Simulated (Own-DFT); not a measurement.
# Response to strain: rock-salt HfC, 64 atoms (C32Hf32)

All numbers below are calculated, not measured. They come from Own-DFT, an in-house plane-wave density functional program, since retired, whose code no person has reviewed. Each row is one single-point run on a periodic cell that was not relaxed, without spin or spin-orbit coupling.

Settings of every run: PBE; PseudoDojo norm-conserving scalar-relativistic files; cutoff 42 hartree; 4 x 4 x 4 k mesh centred on Gamma; cold (Marzari-Vanderbilt) smearing of 0.2 eV.

Known limits: hafnium file: forces about 75 meV/angstrom off all-electron values; forces on such cells failed a check on a denser k mesh; stress not checked against mesh or cutoff.

Unstrained cell vectors in Å: (3.784, -5.351, 6.554); (-3.784, 5.351, 6.554); (-7.568, -5.351, 0.000). The unstrained cell was taken from the Materials Project. The random moves and any unrelaxed bonds add to the pressure at no strain. Each run strains this cell uniformly, with the atoms carried along. Every atom was also moved at random, by a Gaussian of width 0.05 Å on each axis. Strain is the symmetric tensor, in per cent. Stress is positive in tension, and the pressure is minus a third of its trace.

| run | e_xx (%) | e_yy (%) | e_zz (%) | e_yz (%) | e_xz (%) | e_xy (%) | s_xx (GPa) | s_yy (GPa) | s_zz (GPa) | s_yz (GPa) | s_xz (GPa) | s_xy (GPa) | P (GPa) | E (meV/atom) |
|---|---|---|---|---|---|---|---|---|---|---|---|---|---|---|
| 1 | 0.52 | -0.93 | -0.98 | -0.33 | -1.79 | -0.11 | -4.95 | -10.41 | -10.38 | -0.35 | -6.72 | -0.02 | 8.58 | 14.1 |
| 2 | -0.64 | 0.63 | -1.26 | 1.35 | -0.24 | 1.15 | -8.81 | -5.19 | -12.13 | 6.32 | -2.03 | 5.06 | 8.71 | 22.2 |
| 3 | 0.74 | 0.50 | 0.29 | -1.59 | 1.08 | 0.40 | -0.12 | -1.55 | -2.68 | -6.40 | 4.37 | 1.84 | 1.45 | 4.8 |
| 4 | 1.28 | -1.79 | 0.97 | 1.59 | -0.85 | 0.38 | 0.15 | -10.53 | -2.05 | 6.93 | -3.84 | 2.02 | 4.14 | 12.2 |
| 5 | -1.79 | 0.32 | -1.37 | 1.89 | 0.43 | -1.98 | -17.99 | -8.98 | -13.31 | 7.53 | 0.40 | -8.88 | 13.42 | 52.3 |
| 6 | -0.32 | 0.09 | -0.06 | -1.08 | 0.59 | -1.71 | -8.74 | -6.15 | -5.60 | -4.14 | 2.33 | -7.25 | 6.83 | 28.8 |
| 7 | 1.95 | 0.10 | 0.58 | 1.20 | -0.80 | 1.39 | 4.77 | -1.63 | -0.53 | 4.93 | -3.23 | 5.19 | -0.87 | 7.0 |
| 8 | -1.43 | 1.85 | 0.03 | -1.06 | 0.74 | -0.56 | -10.07 | 1.79 | -4.15 | -4.16 | 2.96 | -2.86 | 4.14 | 11.7 |
| 9 | 0.32 | -1.73 | -0.12 | -0.07 | 0.83 | -1.74 | -7.05 | -13.51 | -6.84 | -0.04 | 2.90 | -7.53 | 9.14 | 17.8 |
| 10 | 1.70 | -1.99 | -0.76 | 0.26 | -0.37 | 0.47 | -0.12 | -13.14 | -10.00 | 1.10 | -1.40 | 2.39 | 7.75 | 15.0 |
| 11 | -0.26 | -0.52 | 0.07 | 1.13 | 1.64 | 0.84 | -7.06 | -8.16 | -6.21 | 4.24 | 5.67 | 3.53 | 7.14 | 21.8 |
| 12 | -1.18 | -0.29 | 0.29 | 0.45 | 1.30 | 1.32 | -10.19 | -7.92 | -6.38 | 1.01 | 5.21 | 5.21 | 8.16 | 14.0 |
| 13 | -0.24 | -0.55 | -1.15 | 1.49 | 1.08 | -1.70 | -9.41 | -9.82 | -10.55 | 5.57 | 3.46 | -7.05 | 9.93 | 16.7 |
| 14 | -1.47 | 1.17 | -1.85 | 1.65 | 1.12 | -0.17 | -14.03 | -4.18 | -14.56 | 6.49 | 3.16 | -0.65 | 10.93 | 32.7 |
| 15 | 1.58 | 0.97 | 1.08 | 1.15 | 1.11 | 0.02 | 4.96 | 2.88 | 3.39 | 3.97 | 3.51 | 0.13 | -3.74 | 0.0 |
| 16 | -0.88 | -1.29 | 1.14 | 0.21 | -0.46 | -0.10 | -9.82 | -11.47 | -2.51 | 0.31 | -1.39 | -0.53 | 7.93 | 17.7 |
| 17 | 1.57 | -0.56 | 0.24 | -0.03 | -1.78 | -0.75 | ? | ? | ? | ? | ? | ? | ? | ? |

E is the free energy for each atom above the lowest run shown.

## Worked fit

Each stress component was fitted by least squares to a constant and the strains of the runs shown, as fractions, with shears doubled. Shear strains stay in the fit of a normal stress only where such slopes are resolved. The slopes, in GPa:

| stress | at no strain | per e_xx | per e_yy | per e_zz | scatter |
|---|---|---|---|---|---|
| s_xx | -5.5 | 488 ± 16 | 114 ± 15 | 134 ± 18 | 0.59 |
| s_yy | -5.4 | 147 ± 9 | 476 ± 9 | 134 ± 10 | 0.34 |
| s_zz | -5.4 | 127 ± 9 | 134 ± 9 | 485 ± 11 | 0.34 |

Also, s_xx gains 33 ± 7 per 2 e_xy; s_zz gains -24 ± 4 per 2 e_xy.

Each shear stress against twice its own strain: yz 195 ± 5, xz 188 ± 4, xy 213 ± 5 GPa. These are stiffnesses along x, y and z of the frame in which the cell vectors are given, which need not be the crystal's axes. The atoms are held to the strained lattice; where symmetry lets them move under strain, relaxing them would lower some slopes. The table should be nearly symmetric about its diagonal, and what it lacks of that shows the noise. A ninth of its sum, 249 ± 5 GPa, estimates the bulk modulus near the mean pressure of these runs, 6.5 GPa, so it lies above the value at zero pressure.

## Withheld run

Question: what normal stresses and pressure should run 17 give?

The fit gives s_xx = 1.3, s_yy = -5.5, s_zz = -2.6 and P = 2.3 GPa. The calculation gave 1.55, -5.36, -2.44 and P = 2.08 GPa.
